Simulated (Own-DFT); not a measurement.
Simulation results for Al31GaO48 (corundum with substituted atoms, atoms displaced)

A calculation, not a measurement: plane-wave PBE density functional theory by an unreviewed code, no spin, of a simulated periodic cell, stress positive in tension, free energy of the whole cell less one offset for each atom, defect cell not probed for a lower state with spin; oxygen file: force components 24 meV/angstrom off all-electron in one glass; forces on such cells passed a denser k mesh, this cell's mesh not checked; offsets are fitted by least squares, one for each functional and potential file, so energies compare only between cells with the same atoms and settings and are not formation energies; the far tail of each file's local potential was reset to the Coulomb form; each entry is a single point on an unrelaxed cell, so the pressure reflects the starting lattice, mostly measured values, from which strain is counted, and rises with the displacements; printed positions are rounded, which can move forces by about a meV/angstrom; the program is a retired in-house code; no spin-orbit coupling; before rounding, a Quantum ESPRESSO 7.3.1 run of the same cell and cutoff gave forces within 1 meV/angstrom rms on each cell, which checks the program and not the settings. Program: Own-DFT development build.

Common to all runs: functional PBE; potential files PseudoDojo norm-conserving, scalar-relativistic, standard set; wave cutoff 72 hartree; occupations Fermi-Dirac; smearing width 0.1 eV; k mesh 3 x 3 x 3 centred on Gamma.

(1) Al31GaO48 (corundum with substituted atoms, atoms displaced)

```
Al31GaO48
1.0
      5.4940     0.0000     8.6604
     -2.7470     4.7579     8.6604
     -2.7470    -4.7579     8.6604
Al O Al O Al O Al O Al O Al Ga Al O Al O Al O
4 6 4 6 4 6 4 6 4 6 1 1 2 6 4 6 4 6
Direct
  0.17450 0.17796 0.16176
  0.32208 0.30737 0.32733
  0.41700 0.43198 0.42176
  0.06728 0.07469 0.06463
  0.28384 0.49051 0.11507
  0.46224 0.12052 0.28839
  0.13137 0.27847 0.46771
  0.22597 0.03861 0.36809
  0.02680 0.38007 0.21667
  0.37068 0.21684 0.02961
  0.18906 0.16788 0.67649
  0.33996 0.30406 0.83978
  0.43293 0.42708 0.91580
  0.06969 0.06807 0.56524
  0.28806 0.45371 0.63923
  0.46407 0.11362 0.78932
  0.12076 0.28327 0.98223
  0.21637 0.02423 0.86830
  0.01818 0.36230 0.73067
  0.37464 0.21673 0.53536
  0.17884 0.66905 0.16414
  0.33229 0.81739 0.32905
  0.41450 0.92383 0.43699
  0.08350 0.56582 0.07068
  0.29678 0.95782 0.10520
  0.48359 0.62104 0.27591
  0.12601 0.77400 0.46441
  0.22685 0.53273 0.35042
  0.05789 0.85276 0.23106
  0.35885 0.73670 0.03101
  0.17401 0.68285 0.66844
  0.32235 0.81832 0.82918
  0.43034 0.93032 0.92216
  0.07954 0.57537 0.57810
  0.25698 0.97728 0.62484
  0.47339 0.59313 0.78128
  0.14924 0.80074 0.94545
  0.22577 0.53437 0.87095
  0.04774 0.88068 0.71020
  0.36183 0.72480 0.54186
  0.69590 0.18320 0.15556
  0.84192 0.31774 0.31251
  0.92571 0.43402 0.43021
  0.56262 0.07468 0.07342
  0.78563 0.46428 0.12077
  0.97636 0.11569 0.28210
  0.62152 0.27902 0.47119
  0.72849 0.02025 0.39745
  0.53445 0.37530 0.21294
  0.88180 0.20593 0.03369
  0.67573 0.17571 0.68728
  0.82910 0.31711 0.82908
  0.94118 0.41724 0.92755
  0.57735 0.07736 0.57216
  0.78799 0.46355 0.61650
  0.95432 0.12997 0.78580
  0.63054 0.28152 0.99062
  0.71842 0.02791 0.87645
  0.52778 0.38218 0.71185
  0.87631 0.21737 0.53076
  0.67477 0.67583 0.16888
  0.81397 0.83889 0.31435
  0.92797 0.92802 0.42040
  0.57133 0.56375 0.06489
  0.78217 0.96751 0.13120
  0.97541 0.62243 0.26305
  0.63004 0.77873 0.47145
  0.69750 0.53126 0.39710
  0.50921 0.88771 0.22138
  0.86528 0.72924 0.02226
  0.66925 0.67906 0.66647
  0.82047 0.83242 0.81991
  0.92118 0.91300 0.92786
  0.58251 0.56078 0.57676
  0.77843 0.98368 0.62608
  0.97436 0.62067 0.77734
  0.61211 0.79615 0.97255
  0.70992 0.51631 0.88328
  0.54117 0.86096 0.71152
  0.87432 0.72866 0.51870
```

Results for Al31GaO48 (corundum with substituted atoms, atoms displaced): free energy of cell above offsets -41.052 eV; pressure 16.99 GPa; stress xx -17.51 GPa; stress yy -17.82 GPa; stress zz -15.64 GPa; stress yz -2.13 GPa; stress xz -0.62 GPa; stress xy -3.27 GPa.

Force:
| element | x (eV/Å) | y (eV/Å) | z (eV/Å) |
| --- | --- | --- | --- |
| Al | -0.369 | -3.736 | 1.103 |
| Al | -0.045 | 2.378 | 2.428 |
| Al | 1.568 | -0.418 | 0.37 |
| Al | 4.021 | -3.627 | 1.092 |
| O | 2.703 | -1.783 | -4.121 |
| O | 2.176 | 0.339 | -0.413 |
| O | -2.025 | -0.242 | -1.077 |
| O | -0.193 | 0.352 | -2.529 |
| O | 0.323 | -0.799 | -0.401 |
| O | 0.682 | 0.698 | 1.985 |
| Al | -1.553 | 0.872 | -2.688 |
| Al | -1.098 | 3.767 | -2.692 |
| Al | -1.475 | -5.565 | -0.567 |
| Al | -0.473 | 2.176 | 3.431 |
| O | -1.152 | 1.847 | -1.313 |
| O | 0.711 | 3.288 | 1.924 |
| O | 1.691 | 0.514 | -1.214 |
| O | -0.16 | 0.157 | 2.677 |
| O | 2.225 | 2.212 | 4.414 |
| O | 0.635 | 1.101 | 0.034 |
| Al | -2.069 | 1.465 | 2.97 |
| Al | -0.308 | 1.253 | -1.916 |
| Al | 0.614 | 0.414 | 0.625 |
| Al | -0.384 | 0.322 | -0.019 |
| O | -5.709 | -1.164 | 3.568 |
| O | -1.1 | -0.237 | -0.743 |
| O | 0.534 | -1.07 | 2.39 |
| O | -0.6 | -4.088 | 2.757 |
| O | -2.689 | 2.717 | -1.717 |
| O | 4.009 | -0.3 | 0.228 |
| Al | 0.123 | -1.955 | 0.339 |
| Al | 6.759 | 4.322 | 3.546 |
| Al | 0.994 | -1.806 | -4.069 |
| Al | -0.081 | 0.546 | -3.096 |
| O | 1.929 | -0.687 | 2.28 |
| O | 0.069 | 7.956 | 5.815 |
| O | -9.501 | -6.282 | -7.39 |
| O | -0.438 | -0.904 | -0.881 |
| O | -2.201 | -4.004 | -3.436 |
| O | 2.2 | 1.38 | 0.134 |
| Al | -4.442 | -4.486 | -0.059 |
| Al | -3.176 | -1.304 | -0.093 |
| Al | 2.29 | 0.064 | -1.628 |
| Al | 0.184 | -1.552 | 2.222 |
| O | -0.273 | 0.506 | 0.478 |
| O | 0.757 | 1.605 | 0.583 |
| O | 0.252 | 0.031 | 0.468 |
| O | 1.338 | 3.699 | -3.605 |
| O | -0.419 | -2.165 | -0.054 |
| O | 0.779 | 1.299 | 2.687 |
| Al | 1.47 | 2.79 | -1.732 |
| Ga | -0.724 | 2.001 | -2.045 |
| Al | -1.679 | 1.413 | -1.352 |
| Al | -0.976 | -0.411 | 0.579 |
| O | -2.909 | 0.061 | 1.364 |
| O | 2.948 | -1.96 | -2.374 |
| O | -2.203 | 0.78 | -6.203 |
| O | -0.777 | -0.543 | 1.063 |
| O | 0.318 | -4.513 | -1.17 |
| O | -0.368 | 1.24 | -0.419 |
| Al | -1.246 | -1.171 | -0.2 |
| Al | 1.433 | -4.246 | 2.604 |
| Al | 0.481 | -1.583 | -0.562 |
| Al | -2.405 | 0.899 | 1.829 |
| O | -0.029 | 2.634 | -1.908 |
| O | -1.022 | 1.148 | 0.689 |
| O | -1.341 | 0.259 | -1.974 |
| O | 5.447 | 3.624 | -2.499 |
| O | 2.279 | -1.051 | 0.695 |
| O | 1.59 | -0.485 | 0.871 |
| Al | 2.67 | -1.474 | 0.952 |
| Al | 0.021 | -0.671 | -1.837 |
| Al | 0.842 | 2.255 | 3.831 |
| Al | -3.071 | 0.627 | 1.593 |
| O | 0.733 | -0.974 | -0.363 |
| O | -0.601 | 0.575 | 0.661 |
| O | 3.406 | -1.219 | 0.333 |
| O | 0.698 | 2.63 | 1.288 |
| O | -3.229 | 0.509 | 1.309 |
| O | 0.61 | -2.251 | 0.15 |

(2) Al31GaO48 (corundum with substituted atoms, atoms displaced)

```
Al31GaO48
1.0
      5.4940     0.0000     8.6604
     -2.7470     4.7579     8.6604
     -2.7470    -4.7579     8.6604
Al O Al O Al O Al O Al O Al O Al Ga O Al O
4 6 4 6 4 6 4 6 4 6 4 6 3 1 6 4 6
Direct
  0.17571 0.17860 0.16959
  0.31853 0.32839 0.32877
  0.41907 0.42890 0.42919
  0.07530 0.06804 0.07764
  0.27964 0.47413 0.11856
  0.46544 0.12145 0.29115
  0.14056 0.27372 0.45441
  0.22497 0.02709 0.37542
  0.02375 0.37834 0.22199
  0.37548 0.22550 0.02203
  0.18710 0.16548 0.67370
  0.31875 0.32209 0.82704
  0.42499 0.42379 0.91781
  0.07707 0.08068 0.56218
  0.27842 0.46555 0.62438
  0.47067 0.12657 0.78060
  0.11881 0.28703 0.95860
  0.23130 0.02877 0.86220
  0.03292 0.37171 0.71808
  0.37186 0.21811 0.53140
  0.17024 0.68592 0.16603
  0.33413 0.82186 0.32379
  0.42230 0.92430 0.43104
  0.07205 0.56849 0.07535
  0.28042 0.96497 0.12998
  0.47092 0.62473 0.27485
  0.11698 0.78388 0.47724
  0.22143 0.53311 0.36995
  0.02375 0.87821 0.21433
  0.38472 0.72600 0.02532
  0.16977 0.68220 0.66751
  0.32429 0.81407 0.83312
  0.42769 0.93251 0.92687
  0.07696 0.57616 0.57044
  0.26306 0.98106 0.62843
  0.46542 0.62416 0.78170
  0.12914 0.77527 0.97630
  0.23249 0.52312 0.86753
  0.03102 0.87383 0.72971
  0.38060 0.72351 0.52968
  0.67797 0.17984 0.16984
  0.82356 0.32766 0.31450
  0.92776 0.42885 0.42728
  0.57870 0.08323 0.05998
  0.78231 0.46405 0.12867
  0.98268 0.12422 0.26811
  0.61764 0.27553 0.47703
  0.72577 0.03219 0.37297
  0.53170 0.36765 0.21956
  0.87468 0.23093 0.01997
  0.66937 0.17053 0.68912
  0.81868 0.32989 0.83040
  0.92490 0.41947 0.92619
  0.58696 0.06987 0.57135
  0.77517 0.47640 0.62340
  0.96673 0.12773 0.77516
  0.62854 0.27716 0.97518
  0.73413 0.03240 0.86316
  0.54011 0.37319 0.71521
  0.87323 0.22994 0.52387
  0.67687 0.67119 0.17946
  0.82483 0.82186 0.31878
  0.92807 0.91880 0.41953
  0.57244 0.57969 0.07360
  0.78125 0.97152 0.13273
  0.97882 0.62003 0.27288
  0.63061 0.78735 0.46360
  0.72502 0.52186 0.38111
  0.53425 0.87434 0.22048
  0.87339 0.71642 0.03581
  0.67586 0.67762 0.66755
  0.83146 0.82378 0.81559
  0.92081 0.92024 0.93746
  0.57241 0.56803 0.58201
  0.77564 0.97291 0.63213
  0.96485 0.62574 0.78237
  0.61414 0.78801 0.97588
  0.72408 0.52851 0.87898
  0.53074 0.86905 0.72020
  0.87045 0.73289 0.53106
```

It finds free energy of cell above offsets -53.555 eV; pressure 10.28 GPa; stress xx -10.3 GPa; stress yy -10.2 GPa; stress zz -10.35 GPa; stress yz 0.52 GPa; stress xz -0.33 GPa; stress xy 0.16 GPa.

Force:
| element | x (eV/Å) | y (eV/Å) | z (eV/Å) |
| --- | --- | --- | --- |
| Al | -0.439 | -0.912 | 0.787 |
| Al | 2.323 | 0.786 | -0.168 |
| Al | 1.774 | -0.451 | -0.797 |
| Al | 0.396 | 1.853 | -0.455 |
| O | 0.175 | -0.211 | 0.041 |
| O | 1.244 | 1.383 | -0.326 |
| O | -3.086 | -0.463 | -0.579 |
| O | 0.596 | 0.547 | -1.361 |
| O | 1.249 | -0.135 | -0.815 |
| O | 0.238 | -0.591 | -0.355 |
| Al | -1.912 | 0.851 | -0.615 |
| Al | 0.17 | 1.148 | -0.395 |
| Al | -0.616 | -0.48 | 1.827 |
| Al | -1.638 | -1.158 | 0.546 |
| O | -1.045 | 0.695 | 1.026 |
| O | -0.138 | -0.103 | 0.271 |
| O | 1.473 | -2.052 | 1.592 |
| O | -1.276 | -2.425 | 1.562 |
| O | -0.442 | 0.836 | -0.116 |
| O | 0.908 | 0.777 | 1.219 |
| Al | 1.689 | -1.868 | 0.705 |
| Al | -0.583 | 0.474 | -0.246 |
| Al | 0.133 | 0.913 | 1.298 |
| Al | 1.078 | 0.239 | 0.55 |
| O | -0.547 | 1.103 | -0.041 |
| O | -1.192 | -1.21 | 1.843 |
| O | 1.454 | 0.189 | 0.037 |
| O | -0.344 | 0.265 | 0.187 |
| O | 0.201 | -0.587 | 0.737 |
| O | -3.393 | 0.9 | -2.684 |
| Al | 0.149 | -1.251 | 1.823 |
| Al | 0.392 | 2.156 | 0.769 |
| Al | 0.065 | -0.027 | -1.793 |
| Al | -0.592 | -1.098 | -1.047 |
| O | 2.4 | -1.439 | -0.376 |
| O | 1.159 | 0.305 | 0.06 |
| O | -0.876 | 0.692 | -1.225 |
| O | -1.38 | 0.503 | -0.729 |
| O | 0.618 | -0.129 | -1.42 |
| O | -0.515 | -0.18 | -1.468 |
| Al | -0.723 | -1.545 | 0.22 |
| Al | -0.505 | -2.902 | 1.467 |
| Al | 0.493 | -0.828 | -1.133 |
| Al | -0.717 | -2.103 | 0.445 |
| O | -0.08 | 1.523 | 0.078 |
| O | -0.906 | -0.616 | -0.458 |
| O | 0.704 | 0.716 | 0.703 |
| O | 0.625 | 0.245 | -0.137 |
| O | -1.384 | -0.106 | 0.792 |
| O | 0.434 | -2.05 | -0.057 |
| Al | 1.714 | 2.727 | -0.333 |
| Al | 2.148 | 0.6 | -1.145 |
| Al | -0.613 | 1.417 | 0.411 |
| Al | -1.441 | 0.139 | -1.364 |
| O | -0.151 | -0.281 | 0.981 |
| O | -0.478 | -0.111 | 0.864 |
| O | -0.709 | 0.391 | -1.545 |
| O | -1.509 | -2.267 | 0.646 |
| O | -1.306 | -1.258 | -0.415 |
| O | 0.509 | -0.822 | -0.574 |
| Al | -0.15 | 0.143 | 0.458 |
| Al | -0.296 | -0.646 | 0.82 |
| Al | -1.29 | 0.875 | 1.509 |
| Ga | 1.113 | -1.264 | -1.157 |
| O | 0.298 | 1.769 | -1.768 |
| O | -1.322 | 0.238 | 0.872 |
| O | -0.749 | -1.516 | -0.932 |
| O | -0.838 | 1.362 | -0.52 |
| O | -0.066 | 0.311 | -0.248 |
| O | 0.137 | 0.954 | 0.113 |
| Al | -0.448 | -0.295 | 1.205 |
| Al | -1.215 | -0.932 | 0.531 |
| Al | 1.314 | 1.842 | 0.515 |
| Al | 0.927 | 1.472 | 0.015 |
| O | 0.792 | 0.971 | -0.818 |
| O | 1.104 | 0.075 | 0.117 |
| O | 2.265 | 0.351 | 2.084 |
| O | 1.249 | 1.595 | -1.637 |
| O | -0.09 | 0.684 | 0.657 |
| O | 1.294 | -0.705 | -1.132 |

(3) Al31GaO48 (corundum with substituted atoms, atoms displaced)

```
Al31GaO48
1.0
      5.4940     0.0000     8.6604
     -2.7470     4.7579     8.6604
     -2.7470    -4.7579     8.6604
Al Ga Al O Al O Al O Al O Al O Al O Al O Al O
1 1 2 6 4 6 4 6 4 6 4 6 4 6 4 6 4 6
Direct
  0.18651 0.17641 0.17105
  0.33288 0.32255 0.31217
  0.41575 0.41990 0.42940
  0.08659 0.07302 0.07571
  0.26944 0.47463 0.13512
  0.48461 0.12685 0.27932
  0.11878 0.27484 0.47382
  0.21559 0.02638 0.39087
  0.03277 0.36476 0.23941
  0.36457 0.21428 0.03885
  0.19185 0.18671 0.67376
  0.31540 0.32146 0.82866
  0.42804 0.42276 0.92636
  0.07534 0.07435 0.57840
  0.27645 0.47045 0.61251
  0.46427 0.11863 0.78680
  0.13065 0.27036 0.95512
  0.22698 0.02056 0.88265
  0.01662 0.38157 0.72630
  0.39007 0.21897 0.51635
  0.18365 0.66579 0.17162
  0.31907 0.82887 0.33588
  0.43288 0.91626 0.43069
  0.07725 0.58048 0.06597
  0.28100 0.98739 0.10223
  0.47955 0.63007 0.28491
  0.12605 0.77438 0.45683
  0.23157 0.52525 0.37691
  0.03321 0.87456 0.21175
  0.36748 0.70975 0.04673
  0.18330 0.66786 0.67498
  0.32234 0.82533 0.81690
  0.44439 0.91972 0.92163
  0.07442 0.58536 0.55915
  0.28712 0.97158 0.62998
  0.47673 0.64081 0.76257
  0.13890 0.76261 0.98676
  0.22096 0.53983 0.87231
  0.04103 0.86343 0.72985
  0.38795 0.71897 0.52085
  0.67978 0.16138 0.18744
  0.81440 0.34026 0.30976
  0.94304 0.43048 0.42852
  0.55170 0.08207 0.08308
  0.79318 0.46649 0.11310
  0.97249 0.11713 0.27397
  0.62637 0.26814 0.47008
  0.71365 0.02113 0.38999
  0.53063 0.38338 0.22819
  0.86863 0.23643 0.02785
  0.67235 0.18551 0.67387
  0.82448 0.33136 0.83067
  0.93542 0.42258 0.92022
  0.57269 0.07336 0.58543
  0.77859 0.45101 0.63798
  0.97135 0.13673 0.76225
  0.62248 0.27894 0.97574
  0.74176 0.01590 0.87730
  0.50485 0.38401 0.73002
  0.86663 0.20436 0.53728
  0.67713 0.68359 0.17278
  0.81498 0.83979 0.32982
  0.91699 0.92552 0.43333
  0.56313 0.56906 0.08719
  0.78198 0.96688 0.11037
  0.96057 0.61667 0.28766
  0.62778 0.78705 0.47327
  0.71239 0.51769 0.37927
  0.53124 0.86578 0.21495
  0.87496 0.71464 0.03768
  0.69362 0.67281 0.66033
  0.81755 0.82996 0.82076
  0.91422 0.93265 0.91504
  0.58326 0.57290 0.56221
  0.77877 0.98287 0.62960
  0.97870 0.63644 0.75849
  0.64690 0.77340 0.95033
  0.72850 0.52137 0.86425
  0.53779 0.85633 0.73931
  0.88223 0.70928 0.52023
```

It finds free energy of cell above offsets -45.106 eV; pressure 14.69 GPa; stress xx -13.14 GPa; stress yy -17.09 GPa; stress zz -13.84 GPa; stress yz 0.56 GPa; stress xz -2.17 GPa; stress xy 1.16 GPa.

Force:
| element | x (eV/Å) | y (eV/Å) | z (eV/Å) |
| --- | --- | --- | --- |
| Al | -4.892 | -2.92 | -1.954 |
| Ga | -2.183 | -1.377 | 0.423 |
| Al | 2.233 | 1.085 | 2.509 |
| Al | -0.951 | -0.553 | -3.149 |
| O | 2.384 | 1.456 | -2.626 |
| O | 1.252 | -2.121 | -3.454 |
| O | 2.64 | -0.748 | 2.699 |
| O | 2.884 | 1.166 | -1.236 |
| O | 1.047 | 1.65 | -1.675 |
| O | 2.095 | 2.804 | 2.131 |
| Al | -1.383 | -1.715 | -2.183 |
| Al | 1.109 | 1.385 | -0.309 |
| Al | -0.324 | 2.084 | 1.36 |
| Al | -1.954 | -0.199 | 0.058 |
| O | -1.296 | -2.017 | 2.604 |
| O | 0.569 | 2.17 | 1.783 |
| O | -0.892 | 0.655 | 2.471 |
| O | 0.602 | 1.764 | -1.214 |
| O | 2.993 | 1.206 | 0.49 |
| O | -1.355 | -1.878 | 0.001 |
| Al | -2.942 | -0.087 | 1.784 |
| Al | 1.174 | 0.635 | -2.415 |
| Al | -1.388 | 0.001 | 1.087 |
| Al | -1.804 | -1.431 | 0.263 |
| O | 0.424 | -3.302 | 3.053 |
| O | 0.193 | 0.171 | -2.389 |
| O | -0.183 | 0.605 | 2.207 |
| O | -1.261 | 1.034 | -2.001 |
| O | -1.659 | -0.944 | -0.005 |
| O | 2.399 | 1.377 | 1.911 |
| Al | -0.863 | 0.752 | -0.05 |
| Al | -0.387 | -1.874 | 2.308 |
| Al | -1.211 | -1.648 | -2.18 |
| Al | 0.259 | -1.989 | 0.387 |
| O | 0.304 | 2.303 | -1.479 |
| O | 0.684 | -2.238 | -1.789 |
| O | -1.005 | 2.466 | -2.807 |
| O | 0.88 | -1.575 | -1.053 |
| O | 0.447 | 0.783 | -0.509 |
| O | -1.665 | -0.243 | -0.352 |
| Al | 1.092 | 3.199 | 0.994 |
| Al | 1.285 | -3.66 | 1.249 |
| Al | -1.82 | -2.319 | -3.766 |
| Al | 4.312 | -0.634 | 1.402 |
| O | -1.4 | 1.063 | 0.237 |
| O | -0.444 | 0.643 | 1.428 |
| O | -1.069 | 0.49 | 0.738 |
| O | 0.745 | 0.488 | 0.384 |
| O | 1.765 | -1.799 | -2.215 |
| O | 0.658 | -2.345 | -1.028 |
| Al | 0.045 | -0.505 | -0.039 |
| Al | 1.13 | -1.543 | -2.528 |
| Al | -1.486 | 1.291 | -0.454 |
| Al | 0.448 | -0.464 | -0.467 |
| O | -0.394 | 2.963 | -0.749 |
| O | -0.388 | -2.261 | 0.925 |
| O | -0.987 | -0.296 | -0.956 |
| O | -5.308 | 2.766 | -4.288 |
| O | 1.747 | -0.598 | -0.234 |
| O | 1.619 | 1.793 | 2.017 |
| Al | 1.645 | -1.565 | -1.592 |
| Al | 4.191 | 0.448 | -2.568 |
| Al | 1.036 | 1.254 | 1.236 |
| Al | 1.607 | 2.792 | 1.094 |
| O | -2.649 | -1.813 | 3.035 |
| O | -0.142 | 3.564 | 2.478 |
| O | 0.508 | 0.067 | -1.638 |
| O | 0.324 | 0.95 | 1.171 |
| O | -3.267 | 2.302 | 3.045 |
| O | 0.742 | 0.879 | -0.325 |
| Al | -3.176 | -2.857 | -0.392 |
| Al | 3.092 | 0.119 | 1.606 |
| Al | 3.236 | -1.408 | 4.461 |
| Al | -0.362 | -1.823 | 0.892 |
| O | 0.858 | -0.29 | -2.846 |
| O | -0.379 | -1.342 | 0 |
| O | -3.213 | -2.598 | -0.576 |
| O | -2.544 | 0.541 | 2.162 |
| O | 0.231 | 2.416 | 0.109 |
| O | -0.262 | 1.399 | 1.297 |
